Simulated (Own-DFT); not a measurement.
# Computed records: Hf₃₆O₇₁ (tetragonal hafnia with one neutral oxygen vacancy, atoms displaced)

A calculation, not a measurement: plane-wave PBE and HSE06 DFT by an unreviewed code, no spin, of a simulated cell at Gamma alone, so results move with cell size and shape, stress positive in tension, energies less offsets, not probed for a lower state with spin; hafnium file: forces about 75 meV/angstrom off all-electron values; oxygen file: force components 24 meV/angstrom off all-electron in a glass; k mesh not checked against a denser one; forces and stress are PBE's, HSE06 gives the energy alone, and its difference from PBE has offsets of its own; offsets are fitted by least squares, one for each functional and potential file, so energies compare only between cells with the same atoms and settings and are not formation energies; the far tail of each file's local potential was reset to the Coulomb form; each entry is a single point on an unrelaxed cell, so the pressure reflects the starting lattice, taken from the Materials Project, from which strain is counted, and rises with the displacements; printed positions are rounded, which can move forces by about a meV/angstrom; the program is a retired in-house code; no spin-orbit coupling. Program: Own-DFT development build.

### Hf₃₆O₇₁ (tetragonal hafnia with one neutral oxygen vacancy, atoms displaced)

```
Hf36O71
1.0
     10.7800     0.0000     0.0000
      0.0000    10.7800     0.0000
      0.0000     0.0000    10.4493
Hf O Hf O Hf O Hf O Hf O Hf O Hf O Hf O Hf O Hf O Hf O Hf O Hf O Hf O Hf O Hf O Hf O Hf O
2 4 2 4 2 4 2 4 2 4 2 4 2 4 2 4 2 4 2 4 2 4 2 4 2 4 2 4 2 4 2 4 2 4 2 3
Direct
  0.00576 0.99900 0.99557
  0.16927 0.17214 0.25213
  0.00534 0.16317 0.15939
  0.17210 0.99673 0.34834
  0.00662 0.17187 0.40358
  0.16672 0.99597 0.11006
  0.99121 0.00200 0.50293
  0.16127 0.17222 0.75459
  0.99677 0.16487 0.65060
  0.16182 0.00173 0.85030
  0.00936 0.16959 0.90754
  0.15789 0.00260 0.59536
  0.99751 0.33588 0.99446
  0.16323 0.49661 0.24433
  0.00533 0.49762 0.14410
  0.16934 0.33551 0.34283
  0.99409 0.49636 0.40036
  0.15966 0.33026 0.09643
  0.99632 0.33179 0.49527
  0.17107 0.49285 0.75474
  0.99901 0.50566 0.65978
  0.15884 0.33658 0.84342
  0.00036 0.50930 0.90406
  0.17113 0.33525 0.60532
  0.99776 0.66262 0.00482
  0.17403 0.82613 0.24211
  0.99439 0.83190 0.15302
  0.16491 0.66683 0.35117
  0.00611 0.83263 0.40504
  0.16873 0.66475 0.09959
  0.00579 0.66032 0.49669
  0.15774 0.83055 0.75195
  0.00028 0.83373 0.65513
  0.16259 0.66984 0.83803
  0.00619 0.83474 0.90329
  0.16207 0.67110 0.60894
  0.33512 0.00193 0.99432
  0.50353 0.17360 0.25951
  0.33842 0.16250 0.14131
  0.50176 0.00412 0.34679
  0.33012 0.16788 0.40019
  0.50109 0.99484 0.10553
  0.33057 0.00521 0.50221
  0.49401 0.15986 0.75291
  0.34003 0.16202 0.64431
  0.49989 0.00354 0.84708
  0.33045 0.16917 0.90956
  0.49912 0.99750 0.60076
  0.33520 0.33008 0.00142
  0.50303 0.50067 0.24891
  0.32608 0.49722 0.15430
  0.49439 0.32815 0.35032
  0.33739 0.50288 0.40399
  0.49776 0.32749 0.10214
  0.33815 0.33641 0.50124
  0.49221 0.49100 0.74382
  0.33135 0.49814 0.65327
  0.49634 0.33642 0.84974
  0.33313 0.50908 0.90134
  0.49204 0.33004 0.60263
  0.33373 0.66263 0.99844
  0.50287 0.82519 0.24316
  0.33014 0.83200 0.15828
  0.49659 0.67103 0.34888
  0.33353 0.83467 0.40741
  0.50358 0.67352 0.09723
  0.33364 0.66194 0.49521
  0.49952 0.83955 0.74438
  0.32608 0.82990 0.64953
  0.50152 0.66955 0.83986
  0.32582 0.83164 0.91006
  0.49429 0.67016 0.59927
  0.66044 0.99558 0.00267
  0.83650 0.16690 0.25054
  0.66415 0.16817 0.14691
  0.83661 0.00155 0.35185
  0.66284 0.16555 0.40277
  0.82289 0.00390 0.10003
  0.66354 0.00217 0.50239
  0.83195 0.16941 0.75587
  0.66601 0.17132 0.64757
  0.83451 0.00427 0.84714
  0.66191 0.17276 0.91009
  0.83241 0.99738 0.59437
  0.66056 0.33452 0.99759
  0.82620 0.49834 0.25103
  0.66981 0.50758 0.15621
  0.83521 0.33228 0.34890
  0.66727 0.49374 0.40028
  0.84313 0.33779 0.09703
  0.66672 0.33093 0.50324
  0.83328 0.49628 0.74889
  0.67491 0.50146 0.65041
  0.83293 0.33814 0.85140
  0.66622 0.50346 0.90335
  0.82729 0.32991 0.59816
  0.66805 0.67287 0.00417
  0.83946 0.83385 0.24330
  0.65855 0.84055 0.15311
  0.83057 0.66167 0.35090
  0.66558 0.82961 0.39970
  0.83456 0.67045 0.09569
  0.66834 0.66429 0.50679
  0.83305 0.82648 0.74341
  0.65835 0.83378 0.65825
  0.83322 0.66688 0.84338
  0.66842 0.82834 0.90899
```

- first functional: PBE
- second functional: HSE06
- exact exchange share: 0.25
- screening: 0.11 1/bohr
- exchange divergence: Gygi-Baldereschi
- potential files: PseudoDojo norm-conserving, scalar-relativistic, made for PBE, standard set
- wave cutoff: 48 hartree
- occupations: fixed
- k mesh: 1 x 1 x 1 centred on Gamma
- PBE energy of cell above offsets: -96.668 eV
- HSE06 less PBE above offsets: 0.085 eV
- PBE pressure: 2.42 GPa
- PBE stress xx: -1.9 GPa
- PBE stress yy: -2.74 GPa
- PBE stress zz: -2.61 GPa
- PBE stress yz: 0.28 GPa
- PBE stress xz: 0.24 GPa
- PBE stress xy: 0.09 GPa

Force:
| element | x (eV/Å) | y (eV/Å) | z (eV/Å) |
| --- | --- | --- | --- |
| Hf | -0.121 | -0.13 | 1.456 |
| Hf | 0.813 | -2.717 | -0.294 |
| O | -1.381 | -0.11 | -0.403 |
| O | -0.029 | 0.741 | -0.373 |
| O | -0.359 | -0.462 | -0.044 |
| O | 0.051 | -0.049 | -2.263 |
| Hf | 2.122 | -0.998 | -1.401 |
| Hf | -0.045 | -1.772 | -1.727 |
| O | -0.277 | 0.687 | 1.009 |
| O | 0.451 | 0.779 | 0.123 |
| O | -0.439 | -0.257 | -0.953 |
| O | 0.927 | 0.505 | 0.555 |
| Hf | 0.325 | 1.043 | 1.04 |
| Hf | -0.343 | 0.773 | 0.646 |
| O | -1.31 | 0.769 | 0.792 |
| O | -0.065 | 0.724 | 1.003 |
| O | 0.516 | -0.079 | 0.014 |
| O | 1.515 | 0.018 | -0.529 |
| Hf | 0.451 | 0.206 | 1.047 |
| Hf | -1.266 | 3.376 | -1.422 |
| O | -0.121 | -0.432 | -0.936 |
| O | 0.55 | -0.937 | 1.658 |
| O | 0.011 | -1.846 | -0.454 |
| O | -0.714 | -0.299 | -0.987 |
| Hf | 1.12 | 1.133 | -0.791 |
| Hf | -1.638 | 2.147 | 2.502 |
| O | 1.484 | 0.033 | -0.804 |
| O | -0.024 | -1.515 | -0.213 |
| O | -1.033 | -0.354 | 0.129 |
| O | -0.369 | 0.225 | -0.358 |
| Hf | 0.013 | 1.566 | 0.665 |
| Hf | 1.66 | 0.28 | -0.828 |
| O | -1.729 | -0.129 | -0.533 |
| O | 0.379 | -1.669 | 1.958 |
| O | -0.587 | -0.42 | 0.334 |
| O | 0.477 | -0.893 | -2.144 |
| Hf | -0.711 | -0.952 | 2.803 |
| Hf | -0.431 | -3.261 | -2.091 |
| O | -0.544 | 0.804 | 1.163 |
| O | 0.079 | -0.485 | 0.52 |
| O | 0.109 | 0.889 | 0.122 |
| O | -0.901 | 0.013 | -1.824 |
| Hf | -1.526 | -1.688 | -1.109 |
| Hf | 1.026 | 1.544 | -1.236 |
| O | -1.316 | 0.112 | 1.524 |
| O | -0.226 | -0.839 | 1.076 |
| O | -0.011 | 0.089 | -2.412 |
| O | 0.386 | 0.273 | 0.317 |
| Hf | -0.531 | 0.541 | 1.497 |
| Hf | -1.011 | 0.354 | 0.924 |
| O | 2.087 | -0.034 | -0.504 |
| O | 0.244 | 2.775 | 0.837 |
| O | 0.274 | -1.491 | -0.531 |
| O | 0.261 | 1.46 | -0.25 |
| Hf | -1.731 | -0.742 | -0.794 |
| Hf | 1.659 | 2.826 | 0.866 |
| O | 0.084 | -0.115 | -0.548 |
| O | -0.303 | -0.915 | 0.39 |
| O | -0.168 | -2.602 | -0.567 |
| O | 1.947 | 0.876 | 0.068 |
| Hf | 0.004 | 2.128 | 0.139 |
| Hf | -1.541 | 2.465 | 2.096 |
| O | 1.995 | -0.407 | -1.266 |
| O | 0.158 | -2.296 | -0.41 |
| O | 0.083 | -0.584 | -0.246 |
| O | -1.036 | -0.956 | 0.316 |
| Hf | -0.88 | 3.236 | 1.322 |
| Hf | -2.652 | -2.242 | 0.291 |
| O | 0.894 | 0.949 | 1.136 |
| O | -0.294 | -0.49 | 0.354 |
| O | 0.484 | 0.417 | -0.257 |
| O | 1.088 | -0.783 | -0.752 |
| Hf | 0.482 | 0.763 | 0.854 |
| Hf | -0.247 | -0.928 | -1.061 |
| O | 0.602 | 0.765 | 1.301 |
| O | 0.037 | 0.157 | -0.648 |
| O | 0.388 | 0.799 | 0.003 |
| O | 1.607 | -0.415 | -0.207 |
| Hf | -0.248 | -1.214 | -1.358 |
| Hf | -0.317 | -0.489 | -0.756 |
| O | -0.429 | -0.489 | 1.248 |
| O | -0.076 | -0.202 | -0.22 |
| O | 0.082 | -0.887 | -1.463 |
| O | -1.416 | 0.043 | 1.087 |
| Hf | 1.087 | 0.216 | 0.781 |
| Hf | 2.085 | -0.002 | 0.482 |
| O | -1.43 | -0.48 | -0.63 |
| O | -0.346 | -0.172 | 0.173 |
| O | -0.609 | 0.493 | 0.122 |
| O | -2.156 | -0.214 | 0.331 |
| Hf | -0.256 | -0.33 | -0.088 |
| Hf | 0.384 | 1.466 | 0.543 |
| O | -1.882 | 0.119 | -0.492 |
| O | 0.298 | -1.276 | -0.085 |
| O | -0.106 | -0.412 | 0.445 |
| O | 1.403 | 0.186 | 0.073 |
| Hf | -0.23 | -1.336 | -1.421 |
| Hf | -1.608 | 0.44 | 2.107 |
| O | 2.892 | -0.817 | -0.787 |
| O | 0.031 | 0.47 | -0.342 |
| O | 0.11 | 0.276 | 1.198 |
| O | -0.588 | -0.067 | 0.754 |
| Hf | 0.018 | 0.821 | -0.706 |
| Hf | 0.151 | 0.641 | 0.565 |
| O | 2.15 | -0.28 | -1.026 |
| O | 0.099 | -0.089 | -0.326 |
| O | -0.027 | 1.64 | -0.885 |
